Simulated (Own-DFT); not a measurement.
# What random displacements cost in a stack of InAs and GaAs layers, 64 atoms (As32Ga24In8)

Calculated results; nothing here was measured. The program, named Own-DFT, is a retired in-house plane-wave density functional code that no person has reviewed. Each row is one single-point run on a periodic cell that was not relaxed, without spin or spin-orbit coupling.

Settings of every run: PBE; PseudoDojo norm-conserving scalar-relativistic files; cutoff 42 hartree; 3 x 3 x 3 k mesh centred on Gamma; Fermi-Dirac smearing of 0.1 eV.

Known limits: forces on such cells passed a denser k mesh, each cell not checked; stress not checked against mesh or cutoff.

Cell vectors in Å: (11.307, 0.000, 0.000); (0.000, 11.307, 0.000); (0.000, 0.000, 11.307). In each run every atom was moved at random and independently from its ideal site; u is the rms move along one axis. E is the free energy for each atom above the fitted value at u = 0, and F the rms of the force components.

```
run,u (Å),E (meV/atom),F (eV/Å),largest force (eV/Å),P (GPa)
1,0.0288,13.6,0.739,3.27,9.00
2,0.0295,17.3,0.746,3.14,9.07
3,0.0610,72.0,1.182,4.70,9.78
4,0.0616,?,?,?,?
5,0.0995,175.4,1.598,6.27,11.17
6,0.1062,204.9,2.074,13.27,11.51
```

## Worked fit

For small independent moves the energy grows as E = (3/2) K u², with K the mean stiffness felt by one atom. The runs with u up to 0.11 Å give K = 12.2 ± 0.5 eV/Å², with residuals divided by u² + 0.0006 Å², since the noise grows with the moves. The scatter is 3.2 meV/atom at u = 0.05 Å. The forces follow F² = F0² + G² u², fitted to F/u, with G = 17.1 eV/Å² and F0 = 0.55 eV/Å. F0 is the force that atoms already bear on their ideal sites. G exceeds K because the moves of its neighbours add to the force on an atom, and stiffness differs between atoms. The pressure follows P = 8.85 + 236 u² GPa: at fixed volume, shortened bonds push harder than stretched ones pull.

## Withheld run

Question: what energy and rms force should run 4 give?

The fit gives 70 ± 5 meV/atom and about 1.19 eV/Å. The calculation gave 62.3 meV/atom and 1.127 eV/Å.
